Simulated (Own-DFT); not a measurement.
# Computed records: Al3GaN4 (wurtzite random alloy, strained, atoms displaced)

All values are calculated (Own-DFT development build). A calculation, not a measurement: plane-wave PBE density functional theory by an unreviewed code, no spin, of a simulated periodic cell, stress positive in tension, free energy of the whole cell less one offset for each atom, forces on such cells passed a denser k mesh, this cell's mesh not checked; offsets are fitted by least squares, one for each functional and potential file, so energies compare only between cells with the same atoms and settings and are not formation energies; the far tail of each file's local potential was reset to the Coulomb form; each entry is a single point on an unrelaxed cell, so the pressure reflects the starting lattice, mostly measured values, from which strain is counted, and rises with the displacements; printed positions are rounded, which can move forces by about a meV/angstrom; the program is a retired in-house code; no spin-orbit coupling.

```xyz
72
Lattice="9.6756 0.0000 0.0000 -4.8378 8.3793 0.0000 0.0000 0.0000 10.0655" Properties=species:S:1:pos:R:3:force_x:R:1:force_y:R:1:force_z:R:1 formula=Al3GaN4 functional=PBE potential_files=PseudoDojo_norm-conserving,scalar-relativistic,standard_set wave_cutoff=42 occupations=Fermi-Dirac smearing_width=0.1 k_mesh=4_x_4_x_3_centred_on_Gamma free_energy_of_cell_above_offsets=-16.741 pressure=-4.48 stress_xx=9.34 stress_yy=6.89 stress_zz=-2.78 stress_yz=0.62 stress_xz=0.34 stress_xy=-1.25
Al    -0.0116     1.8936     0.0731     -0.162     -0.684     -1.558
Al     1.6100     0.9178     2.5468      0.485      0.387     -0.831
N     -0.0572     1.8788     1.9357       0.31     -2.164      0.008
N      1.6283     0.9039     4.4225     -0.084      0.702     -1.263
Ga     0.0982     1.9338     4.9943     -0.636      -2.23      0.441
Ga     1.6172     0.9314     7.5514     -0.885     -1.064     -0.403
N      0.0993     1.8721     6.8772     -1.934      0.652      1.951
N      1.5190     0.8144     9.4470      0.581      2.537      1.531
Al    -1.5750     4.6691     0.0509     -0.251      0.246     -0.957
Ga    -0.0695     3.6494     2.5310      0.872       1.72      0.009
N     -1.5767     4.7097     1.9278     -1.503     -0.684      0.231
N      0.0189     3.6586     4.4550     -0.889      3.187      0.174
Al    -1.6553     4.6326     5.0641      0.789      0.726     -0.617
Al     0.0196     3.7606     7.5964     -0.499     -0.906      -0.89
N     -1.6550     4.6051     6.9316      0.783       0.63      0.898
N      0.0353     3.7204     9.4827      -0.38      0.005      0.461
Al    -3.2350     7.5125     0.0234      0.009       -2.1     -0.224
Al    -1.4984     6.5406     2.4773     -2.845     -1.202      1.823
N     -3.1919     7.4568     1.9579       0.18      0.284     -0.767
N     -1.5771     6.5760     4.4632      0.669       -1.9     -0.933
Ga    -3.2099     7.4667     4.9746      0.281     -0.439     -0.026
Al    -1.5797     6.5089     7.5397     -0.773      0.182     -1.584
N     -3.1989     7.4769     6.8416      0.611     -0.875      2.468
N     -1.5956     6.5352     9.3798     -0.656     -0.476      1.779
Al     3.2242     1.8593     9.9569      0.004     -0.399      0.595
Al     4.8384     0.9469     2.4871     -1.017     -1.023      0.137
N      3.2339     1.8165     1.8543     -0.301      0.634      0.381
N      4.8433     0.8915     4.4147      1.096      0.705     -0.556
Ga     3.2272     1.8197     4.9996       0.18     -0.444      1.066
Ga     4.8102     0.8034     7.5572      0.568      2.815     -0.237
N      3.1424     1.7768     7.0042      2.223      1.803     -0.399
N      4.8684     0.7791     9.4824     -0.383      2.296      1.113
Al     1.5975     4.6635     0.0559      0.519      0.168     -0.102
Al     3.2591     3.7074     2.5781     -0.882      0.139      -1.06
N      1.5451     4.6305     1.9687      1.534       0.54     -0.009
N      3.1799     3.6472     4.4864      0.585      1.904     -0.395
Al     1.5363     4.6867     5.0216       1.09     -0.337     -0.114
Ga     3.2455     3.7984     7.5492      -0.27     -1.201     -0.633
N      1.5736     4.6802     6.9757     -0.517     -0.453     -0.989
N      3.2498     3.7696     9.4555     -0.307     -0.689      1.332
Al    -0.0580     7.3965    10.0415      1.267     -0.415      0.591
Al     1.6396     6.5800     2.5889     -1.171     -1.579     -1.283
N     -0.0656     7.3873     1.9834      2.949       1.94     -1.568
N      1.6591     6.5288     4.4156     -1.027     -0.313      1.185
Al     0.0139     7.4604     4.9870      0.143     -0.014      0.278
Al     1.6269     6.4243     7.5237     -0.134      2.071      0.493
N     -0.0272     7.4963     6.9053      0.795     -3.504     -0.464
N      1.6301     6.4982     9.4595     -0.361      0.019      0.343
Al     6.4162     1.8903     0.0534      0.368     -0.481     -1.888
Al     8.0510     0.8944     2.5395     -0.165      0.236     -0.114
N      6.3939     1.8351     1.9136          1      0.281      0.729
N      8.0882     0.9393     4.4468     -0.735      1.538     -0.714
Al     6.4618     1.9641     4.9878     -0.233     -2.672      1.362
Al     8.1687     0.8838     7.4985     -1.137      0.848      0.067
N      6.3910     1.9417     6.9083      1.086     -0.611      0.501
N      8.0614     0.9422     9.4502      0.084      0.237      0.538
Al     4.8240     4.7198     0.0087       0.25      -0.76     -0.087
Al     6.4374     3.6280     2.5863     -0.113      1.923     -1.794
N      4.8231     4.6784     1.9041      0.421     -0.258      0.978
N      6.4599     3.6909     4.4378     -0.029      1.146     -0.229
Al     4.8714     4.5796     5.0820     -0.909      1.219     -1.095
Al     6.4531     3.7399     7.6494     -0.361     -0.372     -2.068
N      4.8268     4.6935     6.9136      1.179     -0.753      0.825
N      6.4889     3.8177     9.4607     -0.536     -0.934      1.833
Al     3.2284     7.4713     0.0275     -0.565     -0.262     -0.656
Al     4.9101     6.5971     2.4807     -1.102     -1.442      1.185
N      3.1495     7.4436     1.9709      1.658       0.62     -0.742
N      4.8902     6.5315     4.4936     -0.841      -1.42     -1.827
Ga     3.2702     7.5336     5.0510      0.122     -1.484     -0.641
Ga     4.8621     6.5748     7.5148      0.893     -0.658     -0.081
N      3.2553     7.3609     6.9315     -1.539      1.629      1.219
N      4.7988     6.4873     9.4642      0.551      1.233      1.275
```

Units: wave_cutoff in hartree; smearing_width, free_energy_of_cell_above_offsets in eV; pressure, stress_xx, stress_yy, stress_zz, stress_yz, stress_xz, stress_xy in GPa; force_x, force_y, force_z in eV/Å.
